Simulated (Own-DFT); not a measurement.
Simulation results for SiC (3C silicon carbide, atoms displaced)

Computed with Own-DFT development build. A calculation, not a measurement: plane-wave PBE density functional theory by an unreviewed code, no spin, of a simulated periodic cell, stress positive in tension, free energy of the whole cell less one offset for each atom, forces on such cells passed a denser k mesh, this cell's mesh not checked; offsets are fitted by least squares, one for each functional and potential file, so energies compare only between cells with the same atoms and settings and are not formation energies; the far tail of each file's local potential was reset to the Coulomb form; each entry is a single point on an unrelaxed cell, so the pressure reflects the starting lattice, mostly measured values (interpolated for alloys), from which strain is counted, and rises with the displacements; printed positions are rounded, which can move forces by about a meV/angstrom; the program, named Own-DFT, is a retired in-house code; no spin-orbit coupling.

Settings shared by all entries: functional PBE; potential files PseudoDojo norm-conserving, scalar-relativistic, standard set; wave cutoff 42 hartree; occupations Fermi-Dirac; smearing width 0.1 eV; k mesh 4 x 4 x 4 centred on Gamma.

(1) 
```xyz
64
Lattice="8.7192 0.0000 0.0000 0.0000 8.7192 0.0000 0.0000 0.0000 8.7192" Properties=species:S:1:pos:R:3:force_x:R:1:force_y:R:1:force_z:R:1 formula=SiC free_energy_of_cell_above_offsets=-2.455 pressure=6.28 stress_xx=-6.29 stress_yy=-6.14 stress_zz=-6.41 stress_yz=-0.81 stress_xz=1.36 stress_xy=-0.91
Si     0.0191     8.6373     8.6786      0.216      2.638      0.306
Si     0.0924     2.2103     2.3594     -2.063     -0.683     -5.213
Si     2.2397     0.0345     2.2702     -2.284     -0.801     -2.348
Si     2.1997     2.2683     8.6269     -0.672     -2.214      1.829
C      1.0226     1.1437     1.1162      1.926     -0.876     -0.858
C      1.1332     3.2674     3.2635     -0.112       1.21      2.443
C      3.2067     1.2160     3.2195      2.381      -1.99      1.365
C      3.2449     3.2594     1.1084      1.551     -1.246     -1.451
Si     8.6284     0.1729     4.3396      2.176     -2.653      1.198
Si     0.0147     2.1484     6.5847      0.098     -0.673     -0.866
Si     2.3189     8.6410     6.5586     -2.731      1.805     -0.654
Si     2.2791     2.2685     4.3846     -2.394     -1.481      0.003
C      1.1883     1.1129     5.4788     -0.757      0.105     -0.467
C      1.1144     3.2902     7.5856     -1.257     -0.124      0.268
C      3.2977     1.1337     7.5616     -0.368     -0.901      1.536
C      3.2316     3.3131     5.4274      0.903      1.487      1.865
Si     0.0406     4.3550     8.6536       0.01     -0.547      2.427
Si     0.0065     6.5508     2.1517      1.808     -0.086      0.278
Si     2.1758     4.1908     2.1371     -0.088      4.879      0.521
Si     2.1050     6.4913     8.6871      2.434       2.46     -1.028
C      1.1874     5.4547     0.9828     -2.846     -2.276      3.194
C      1.0663     7.6885     3.3237     -0.025      -0.63     -0.086
C      3.2542     5.5519     3.1820     -0.362     -2.568      1.612
C      3.2479     7.5949     1.0696     -0.366      1.706     -0.115
Si     8.6169     4.3353     4.2974      3.564     -0.139      1.214
Si     0.1354     6.5369     6.4369     -5.047      2.673      2.614
Si     2.0610     4.4470     6.5937      2.499     -1.021     -1.653
Si     2.2037     6.5132     4.4069     -0.911      1.183     -2.125
C      1.0402     5.5093     5.4481      1.587     -3.196     -2.338
C      1.0542     7.6465     7.5361      2.218     -0.634      1.223
C      3.2535     5.4352     7.6502      -0.01      0.022     -0.361
C      3.2936     7.6093     5.4335      0.508     -0.614      0.223
Si     4.3272     8.7146     8.7083      0.714      0.399      0.154
Si     4.3711     2.1544     2.1453      -0.11      0.886       0.38
Si     6.5122     0.0252     2.1637      0.461      0.001     -0.175
Si     6.6028     2.2067     0.1145      1.273      0.463      -3.41
C      5.5615     1.2457     1.0721     -3.444     -4.438      1.732
C      5.3461     3.1986     3.3268       1.62      1.912     -0.051
C      7.5875     1.1885     3.2065     -0.014     -1.416      1.145
C      7.6926     3.2513     1.0485      0.618      1.951      2.542
Si     4.3602     8.6753     4.3568     -0.857      2.049      0.298
Si     4.3272     2.1788     6.5103       1.46      1.578      0.077
Si     6.4167     0.0656     6.5443      2.822     -3.464      1.501
Si     6.5677     2.1228     4.3608      -1.57      1.883      0.316
C      5.4878     1.0598     5.4735     -2.242      1.592     -1.839
C      5.4893     3.2712     7.7343      -0.57     -0.337     -1.002
C      7.5819     0.9914     7.6535      0.438      1.888      -0.12
C      7.6814     3.2805     5.3956      -1.28     -1.179      1.861
Si     4.3543     4.3394     0.0887     -0.528      0.217     -1.707
Si     4.3554     6.5424     2.0960     -2.936      2.507      2.711
Si     6.4845     4.4779     2.2782     -1.648      -4.38     -3.058
Si     6.5047     6.4318     0.0562      0.402      2.713     -0.785
C      5.2981     5.5250     1.1375      4.151     -2.841      -1.24
C      5.3197     7.6270     3.2839      3.263     -0.757     -1.593
C      7.6569     5.3325     3.2129      0.071      3.947      0.562
C      7.7252     7.6844     1.0956     -3.145     -2.011      0.709
Si     4.3436     4.4293     4.4090     -0.365     -0.846     -1.081
Si     4.3546     6.5209     6.5340     -0.424     -0.743      0.427
Si     6.5940     4.3209     6.6295     -0.384      0.459     -0.269
Si     6.5876     6.4719     4.3202     -1.019      1.443      1.767
C      5.4339     5.3848     5.5667      1.472      0.642      -1.69
C      5.3672     7.5685     7.5984      1.415      1.124      1.388
C      7.6754     5.4550     7.7646     -0.431      0.159     -3.322
C      7.6379     7.6666     5.4580     -0.798     -0.217     -0.787
```

Units: free_energy_of_cell_above_offsets in eV; pressure, stress_xx, stress_yy, stress_zz, stress_yz, stress_xz, stress_xy in GPa; force_x, force_y, force_z in eV/Å.

(2) 
```xyz
64
Lattice="8.7192 0.0000 0.0000 0.0000 8.7192 0.0000 0.0000 0.0000 8.7192" Properties=species:S:1:pos:R:3:force_x:R:1:force_y:R:1:force_z:R:1 formula=SiC free_energy_of_cell_above_offsets=-3.853 pressure=6.06 stress_xx=-6.13 stress_yy=-5.81 stress_zz=-6.24 stress_yz=-0.6 stress_xz=-1.67 stress_xy=-0.13
Si     8.6624     0.0534     0.0338      2.366     -2.715       1.46
Si     8.7183     2.0935     2.1262     -0.336      4.065      2.006
Si     2.1500     8.6858     2.1570      0.821      0.744      1.401
Si     2.1707     2.2057     0.0490      0.595     -0.706     -0.972
C      1.0591     1.1808     1.1273      1.953     -3.416     -1.954
C      1.0729     3.2644     3.2662      0.196     -0.478      0.316
C      3.2386     1.0410     3.3505      1.516     -0.255     -1.758
C      3.2493     3.2816     1.1416       0.34      1.008     -1.091
Si     8.6745     0.0225     4.3658      1.933     -0.425      0.106
Si     8.7058     2.1312     6.6251     -1.255     -2.185      -2.24
Si     2.2185     0.0727     6.5891     -1.763     -3.131     -0.995
Si     2.2136     2.0994     4.3849     -1.213      1.934     -0.408
C      1.1831     1.0471     5.4809     -2.951      0.694      0.091
C      0.9940     3.1449     7.6070      2.828      3.287      1.935
C      3.2589     1.0056     7.5955      1.454      2.727      2.835
C      3.2754     3.2218     5.4259      0.204      1.385      1.264
Si     0.0102     4.2873     0.0189     -0.498      0.842     -0.343
Si     0.1392     6.5356     2.1925      -3.33      1.455      1.342
Si     2.1687     4.3944     2.1817     -0.179     -0.331       1.51
Si     2.2035     6.5526     0.0816     -0.114     -0.363     -1.473
C      1.0153     5.4555     1.1309      2.771     -1.035     -2.017
C      1.1402     7.5827     3.3651     -0.251      0.713     -1.481
C      3.2755     5.5533     3.3129      1.947     -2.212     -1.737
C      3.3281     7.6731     1.0374     -0.745     -0.495      1.299
Si     8.6434     4.3214     4.3711      1.889      0.385     -0.464
Si     0.0618     6.5629     6.7052     -1.327     -0.981     -4.019
Si     2.1089     4.4131     6.5511      1.431     -1.759     -0.268
Si     2.2587     6.4831     4.4096     -1.021      2.762      0.636
C      1.1296     5.4936     5.4323      -1.87      -1.04      1.218
C      1.1331     7.5784     7.6284      0.514      2.646      2.418
C      3.3379     5.4931     7.6234     -1.528     -0.959      0.422
C      3.2568     7.6812     5.5535      0.935     -0.448     -2.161
Si     4.4213     8.6726     8.6824     -0.879      1.919      0.415
Si     4.3223     2.2402     2.2579      0.128     -2.153     -1.101
Si     6.5431     0.0008     2.2021      0.044      0.689     -0.644
Si     6.4631     2.2541     8.6650      4.818     -3.607      4.988
C      5.4977     1.1143     1.0171     -1.559     -0.353      1.994
C      5.4620     3.2550     3.2873        0.2      1.318     -0.266
C      7.7180     1.0861     3.1805     -2.604     -0.552      2.422
C      7.6841     3.3018     1.1330     -1.683     -0.877     -0.698
Si     4.4895     0.0391     4.4493      -4.18     -1.696      -1.79
Si     4.3315     2.1238     6.5501     -0.342      1.319      0.384
Si     6.4975     8.6780     6.6108      1.035      0.405     -1.217
Si     6.4736     2.2194     4.3989      2.095     -0.996     -1.437
C      5.3876     1.1690     5.4017      2.552     -0.668      2.666
C      5.5234     3.1304     7.6776     -4.748      5.751     -4.619
C      7.5844     0.9904     7.8147     -1.334      2.779     -4.386
C      7.6225     3.1898     5.4555     -0.418      1.049      0.765
Si     4.3955     4.4629     0.0272       -2.1     -4.165     -1.937
Si     4.4198     6.6184     2.1481     -1.091      -0.91      1.357
Si     6.5590     4.3859     2.1767      0.573     -1.164      0.619
Si     6.5323     6.4739     0.0370       0.39      0.625     -0.747
C      5.4092     5.3294     1.0956      2.079      3.788      1.619
C      5.4518     7.6735     3.3271      0.974     -0.797     -0.698
C      7.6362     5.4958     3.2424      0.079     -0.911      0.263
C      7.5959     7.6387     1.1103      0.895     -1.185      0.243
Si     4.4400     4.3654     4.4095     -2.599     -0.712     -1.489
Si     4.3321     6.5719     6.4713      0.185     -0.714      0.892
Si     6.4878     4.3865     6.4851      1.627       -1.9      1.721
Si     6.5876     6.5086     4.3554     -0.312      0.994     -0.039
C      5.4585     5.4250     5.4296      0.125      1.543       0.42
C      5.3654     7.5876     7.5948      2.161     -0.841      0.519
C      7.6520     5.4031     7.6109     -0.682      0.116      0.756
C      7.6548     7.6166     5.4151     -0.742      0.191      2.148
```

Units: free_energy_of_cell_above_offsets in eV; pressure, stress_xx, stress_yy, stress_zz, stress_yz, stress_xz, stress_xy in GPa; force_x, force_y, force_z in eV/Å.

(3) 
```xyz
64
Lattice="8.7192 0.0000 0.0000 0.0000 8.7192 0.0000 0.0000 0.0000 8.7192" Properties=species:S:1:pos:R:3:force_x:R:1:force_y:R:1:force_z:R:1 formula=SiC free_energy_of_cell_above_offsets=-1.714 pressure=6.68 stress_xx=-6.5 stress_yy=-6.87 stress_zz=-6.68 stress_yz=0.52 stress_xz=-0.84 stress_xy=-0.02
Si     8.6684     0.0283     8.5713      1.357     -1.273      3.893
Si     0.0607     2.1568     2.1673     -1.551      0.726      1.138
Si     2.1240     0.0440     2.1931      1.403     -3.342      0.736
Si     2.0816     2.1256     8.6990      1.591      1.135      0.711
C      1.1199     1.0893     1.1864      -1.95     -0.375     -3.222
C      1.2041     3.1986     3.2372     -3.778      0.014      1.989
C      3.2914     1.0914     3.2257     -0.979     -1.557      2.883
C      3.2278     3.2199     1.1545     -0.298      0.264      -1.97
Si     8.7157     0.0731     4.4230      0.466      -1.57     -2.553
Si     8.6720     2.1181     6.6372      1.175      2.052     -3.591
Si     2.1817     8.5850     6.5325      0.866      2.445     -0.877
Si     2.1634     2.1617     4.4097      0.749     -0.296     -1.386
C      1.1063     1.0951     5.4749     -0.757     -0.804      0.976
C      1.0225     3.2508     7.5796      0.252      0.172      1.719
C      3.1926     1.0859     7.5985      1.536     -0.322     -0.716
C      3.2523     3.2091     5.4036      1.396      0.984      1.093
Si     8.5766     4.3359     0.0139      4.305      0.418     -0.047
Si     8.5849     6.4733     2.1434      2.797      0.168      1.682
Si     2.0476     4.3174     2.1878      2.955      1.948     -1.209
Si     2.1766     6.5435     8.6864      0.389     -0.208      1.732
C      1.0619     5.5281     1.0715     -1.023     -2.393     -0.153
C      1.0994     7.4620     3.2843     -1.102      3.839     -0.899
C      3.1958     5.4409     3.2470      1.152      0.155     -0.036
C      3.3226     7.6393     1.0276     -1.508      0.744      0.588
Si     8.6371     4.3406     4.4664      3.116      0.179     -1.813
Si     8.6972     6.5384     6.5140      1.564     -1.373      2.265
Si     2.2641     4.2732     6.6296     -1.521      1.709     -1.822
Si     2.1979     6.5192     4.3759     -1.039      -1.67     -1.082
C      1.0105     5.5278     5.4322      1.835     -2.684      0.987
C      1.1657     7.6337     7.6527     -3.024      -0.12     -1.006
C      3.2708     5.5163     7.6376      0.537      -0.82     -0.454
C      3.2789     7.5193     5.4090      0.622      2.921      0.923
Si     4.3201     0.0601     8.7051      0.624      0.105      0.563
Si     4.3283     2.0906     2.2125      1.603      3.107     -1.426
Si     6.5797     0.0467     2.2086     -1.245     -2.186     -1.219
Si     6.6653     2.2130     0.0543     -6.009      0.575      0.374
C      5.4936     1.0887     1.1241     -0.388       0.16      -1.22
C      5.4942     3.3617     3.1641     -2.198     -2.754      3.082
C      7.5194     1.1294     3.2364      2.815      0.378      1.847
C      7.6234     3.2544     1.0486      1.234      0.836      2.981
Si     4.3831     8.6889     4.3668     -0.694      0.811     -0.024
Si     4.4743     2.1993     6.4615     -4.408      0.515      2.265
Si     6.4799     8.7110     6.5630      1.751     -0.323        0.2
Si     6.5136     2.2076     4.4105     -1.186     -0.471     -3.782
C      5.5097     1.1678     5.5440     -0.074     -3.206     -2.523
C      5.3840     3.2814     7.5576      2.105      0.391      1.569
C      7.5866     1.2423     7.7121       0.71     -4.752     -2.358
C      7.5817     3.2036     5.3071      1.165      1.045       4.95
Si     4.3093     4.3367     8.6892      0.442      0.141       1.68
Si     4.3591     6.6280     2.1424     -0.188     -2.267      0.895
Si     6.5750     4.3738     2.2020     -0.231     -0.066     -0.943
Si     6.4771     6.5008     8.6371      2.075     -1.285      3.151
C      5.5021     5.4438     1.1400     -1.097      0.355     -1.404
C      5.4490     7.6224     3.3223      1.098      0.363     -0.765
C      7.6004     5.3567     3.3711      0.359      0.863     -2.378
C      7.6353     7.5707     1.0984     -1.523      1.899     -1.883
Si     4.3488     4.3982     4.3767     -0.823     -0.504     -2.038
Si     4.4379     6.7155     6.5518     -2.352     -4.782     -0.985
Si     6.4843     4.4019     6.4598      0.796     -1.507      1.336
Si     6.5970     6.5250     4.3238     -1.885     -0.437      0.822
C      5.3664     5.4376     5.4974      1.408      2.141     -0.792
C      5.4412     7.5587     7.6910      0.416      4.014     -1.048
C      7.6534     5.3652     7.6666     -2.281      2.455     -2.866
C      7.7869     7.4954     5.3519     -3.551      3.317       1.46
```

Units: free_energy_of_cell_above_offsets in eV; pressure, stress_xx, stress_yy, stress_zz, stress_yz, stress_xz, stress_xy in GPa; force_x, force_y, force_z in eV/Å.

(4) 
```xyz
64
Lattice="8.7192 0.0000 0.0000 0.0000 8.7192 0.0000 0.0000 0.0000 8.7192" Properties=species:S:1:pos:R:3:force_x:R:1:force_y:R:1:force_z:R:1 formula=SiC free_energy_of_cell_above_offsets=-1.743 pressure=6.63 stress_xx=-6.42 stress_yy=-6.93 stress_zz=-6.53 stress_yz=-0.2 stress_xz=-2.13 stress_xy=-0.44
Si     0.0360     0.0462     8.6340     -1.826     -0.942       0.54
Si     8.6860     2.1328     2.1674      1.898     -0.066      0.856
Si     2.2028     0.0195     2.1592     -1.149     -0.964       0.05
Si     2.2371     2.2180     0.0029     -2.992      0.088      0.537
C      1.0453     1.0894     1.0647      1.241      0.404      0.257
C      1.1839     3.3833     3.1545     -4.451     -2.484      2.775
C      3.2262     0.9986     3.3273      0.087      2.365     -0.834
C      3.1621     3.3106     1.1252      2.789     -0.382     -0.941
Si     8.7055     0.0599     4.4208      1.362     -1.075     -0.693
Si     8.6488     2.1198     6.6310      0.038      1.937     -1.693
Si     2.1843     0.1397     6.6087     -1.074     -5.149     -1.421
Si     2.0540     2.2117     4.2665      2.021     -0.891      1.921
C      1.1000     1.0965     5.5929     -1.751      1.296     -3.427
C      1.0553     3.1953     7.6326       0.82      1.252      0.036
C      3.1279     1.1164     7.6602      4.358      0.396      0.907
C      3.2517     3.2356     5.3872     -1.867       1.36     -0.753
Si     0.0709     4.2942     0.0430     -0.414      0.894     -1.474
Si     8.7028     6.5532     2.2030      0.439      0.253     -1.234
Si     2.1851     4.3680     2.1960      1.435      3.186     -1.492
Si     2.1730     6.4917     8.6910      2.049      2.033     -1.708
C      1.1824     5.4794     0.9965     -2.093     -1.408      3.387
C      1.0310     7.6211     3.2795      1.617      0.456      0.364
C      3.3520     5.4525     3.4241     -5.153      2.919     -5.055
C      3.3017     7.7425     1.0198     -1.563     -3.605       2.07
Si     0.0050     4.5016     4.3306     -0.387     -2.266      1.002
Si     8.7090     6.6088     6.5656      -2.07     -1.784     -1.392
Si     2.1376     4.4315     6.4424      1.512     -2.865       2.79
Si     2.2103     6.5715     4.4166     -3.253      -1.38      -2.01
C      1.0545     5.4846     5.5581     -0.313      1.061      -3.06
C      1.0005     7.5646     7.5790      3.138      2.846      1.764
C      3.3617     5.3582     7.6099      -2.21      2.225     -1.176
C      3.2013     7.5100     5.4147      2.412      4.909      2.768
Si     4.4021     8.7038     0.0519      0.873      0.944      -2.58
Si     4.3259     2.2720     2.1687      0.456     -2.348      0.454
Si     6.5109     8.6987     2.2296      0.803     -0.564     -1.461
Si     6.6225     2.2749     0.0881     -3.115     -3.185     -3.745
C      5.5558     1.0126     1.0486     -1.466      2.772      1.091
C      5.3917     3.3288     3.2468      1.032     -0.837     -0.022
C      7.6438     1.0460     3.2533     -0.164      0.802       1.03
C      7.6838     3.1660     1.1363      0.406      3.196     -0.182
Si     4.3627     8.7132     4.3997     -0.574      0.012      0.781
Si     4.1952     2.1685     6.4749      2.817      0.542      2.099
Si     6.5863     0.0169     6.5029     -2.765     -1.866      0.627
Si     6.5645     2.0903     4.3915     -1.564       2.47     -0.039
C      5.4408     1.1242     5.6177     -0.932     -1.135     -3.688
C      5.5562     3.2452     7.5237     -2.755      0.123      2.805
C      7.4605     1.0950     7.5345      3.894      0.894      3.526
C      7.5552     3.3127     5.4428      2.582     -1.043     -1.199
Si     4.3421     4.3791     0.0099      1.612     -1.419     -0.784
Si     4.3838     6.4622     2.2967      0.029      1.693     -2.325
Si     6.5533     4.3133     2.0552     -0.398      0.474      3.226
Si     6.6261     6.5224     0.0847     -1.687      0.127     -3.048
C      5.4897     5.4372     1.0683     -0.903       0.12      0.829
C      5.4023     7.6566     3.2822       0.93     -0.289      0.227
C      7.5976     5.4961     3.2819      0.131     -0.584     -1.628
C      7.6485     7.6292     1.0405      0.588      0.935      1.766
Si     4.2401     4.4176     4.3142      5.325     -4.347      3.834
Si     4.3995     6.5733     6.4424     -0.272     -0.727      2.447
Si     6.5731     4.3832     6.5280     -1.432      0.571     -0.708
Si     6.5311     6.5799     4.3493     -0.857     -0.566      0.039
C      5.4007     5.4821     5.3902      1.445     -0.651      0.165
C      5.4524     7.6494     7.6122      0.499     -0.633     -0.072
C      7.6471     5.4181     7.6033      0.406      0.536      1.459
C      7.6030     7.6779     5.3748      0.411     -0.633      1.413
```

Units: free_energy_of_cell_above_offsets in eV; pressure, stress_xx, stress_yy, stress_zz, stress_yz, stress_xz, stress_xy in GPa; force_x, force_y, force_z in eV/Å.
